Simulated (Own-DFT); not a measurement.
# Device materials side by side: how hard are they to compress?

Calculated, not measured: single-point runs of Own-DFT, a retired in-house plane-wave DFT program that no person has reviewed, on unrelaxed cells, without spin or spin-orbit coupling.

Known weak points (not all hold for every row): forces on such cells moved up to 12 meV/angstrom on a denser k mesh; forces not confirmed at this smearing and k mesh; k mesh not checked against a denser one; forces on such cells passed a denser k mesh, each cell not checked; stress not checked against mesh or cutoff.

All runs are PBE with PseudoDojo norm-conserving files; cutoff and k mesh are each material's own. Every cell starts from measured lattice constants and was given uniform random strains and small random moves of its atoms. Each triple is the change of volume in per cent, the rms move u in Å and the pressure in GPa.

- 3C SiC (C48Si48), 10.36 Å³/atom unstrained: (-2.07, 0.051, 10.20); (-1.80, 0.052, 10.02); (-1.36, 0.051, 8.30); (-0.63, 0.050, 6.87); (0.03, 0.050, 5.05); (1.08, 0.050, 2.70); (1.95, 0.052, 1.11)
- wurtzite AlN (Al64N64), 10.45 Å³/atom unstrained: withheld
- wurtzite GaN (Ga48N48), 11.42 Å³/atom unstrained: (-3.34, 0.049, 14.93); (-3.24, 0.048, 14.48); (-2.30, 0.054, 12.64); (-1.45, 0.051, 11.09); (0.30, 0.051, 7.17); (0.68, 0.054, 6.70); (1.30, 0.049, 5.36)
- diamond silicon (Si64), 20.02 Å³/atom unstrained: (-3.16, 0.052, 6.10); (-2.04, 0.050, 4.55); (-0.73, 0.050, 3.37); (-0.42, 0.051, 2.99); (0.82, 0.054, 1.93); (1.55, 0.051, 1.15); (2.32, 0.046, 0.35)
- zincblende GaP (Ga32P32), 20.24 Å³/atom unstrained: (-1.77, 0.049, 4.87); (-1.60, 0.049, 4.79); (0.02, 0.054, 3.67); (0.16, 0.050, 3.16); (0.74, 0.051, 2.70); (2.39, 0.047, 1.16); (2.85, 0.050, 0.88)
- zincblende GaAs (As32Ga32), 22.58 Å³/atom unstrained: (-1.56, 0.049, 5.47); (-1.04, 0.048, 5.14); (0.74, 0.053, 3.53); (1.80, 0.050, 2.78); (2.12, 0.054, 2.51); (2.21, 0.046, 2.38); (2.93, 0.049, 1.98)
- grey tin (Sn64), 34.15 Å³/atom unstrained: (-1.92, 0.047, 4.73); (-1.83, 0.048, 4.73); (-1.24, 0.054, 4.46); (-0.34, 0.055, 3.85); (0.57, 0.049, 3.34); (0.90, 0.048, 3.11); (1.68, 0.051, 2.84)

## Fit

Fit a line to each set against the fractional change of volume; B is minus its slope, and u is nearly the same within a set. To take it to zero pressure, assume that B rises by 4 GPa for each GPa: B0 = B - 4 x (mean pressure). The bond length of an ideal tetrahedral crystal with the unstrained volume v is d = (√3/4)(8 v)^(1/3). Cohen's empirical rule reads B0 = (1971 - 220 L) d^(-3.5) GPa, with L = 0 for group IV crystals and SiC and 1 for III-V compounds.

```
material,L,d (Å),B (GPa),mean P (GPa),B0 (GPa),rule (GPa)
3C SiC (C48Si48),0,1.888,234 ± 8,6.3,208 ± 8,213
wurtzite AlN (Al64N64),1,1.893,?,?,?,188
wurtzite GaN (Ga48N48),1,1.950,205 ± 3,10.3,163 ± 3,169
diamond silicon (Si64),0,2.352,102 ± 3,2.9,90 ± 3,99
zincblende GaP (Ga32P32),1,2.360,89 ± 4,3.0,77 ± 4,87
zincblende GaAs (As32Ga32),1,2.448,80 ± 2,3.4,67 ± 2,76
grey tin (Sn64),0,2.810,56 ± 2,3.9,40 ± 2,53
```

A line through ln[B0/(1971 - 220 L)] against ln d has a slope of -4.1 ± 0.1 and a scatter of 3 %. Against the rule, B0 stands at 98 % for 3C SiC, 97 % for wurtzite GaN, 91 % for diamond silicon, 89 % for zincblende GaP, 88 % for zincblende GaAs, 76 % for grey tin. PBE tends to make silicon and heavier crystals too soft, and the rule itself is only a guide.

## Prediction

Question: what B0 does the fitted trend give for wurtzite AlN (Al64N64)?

Estimate: 186 GPa. Its own runs give B = 209 ± 10 GPa at a mean pressure of 6.1 GPa, so B0 = 184 GPa.
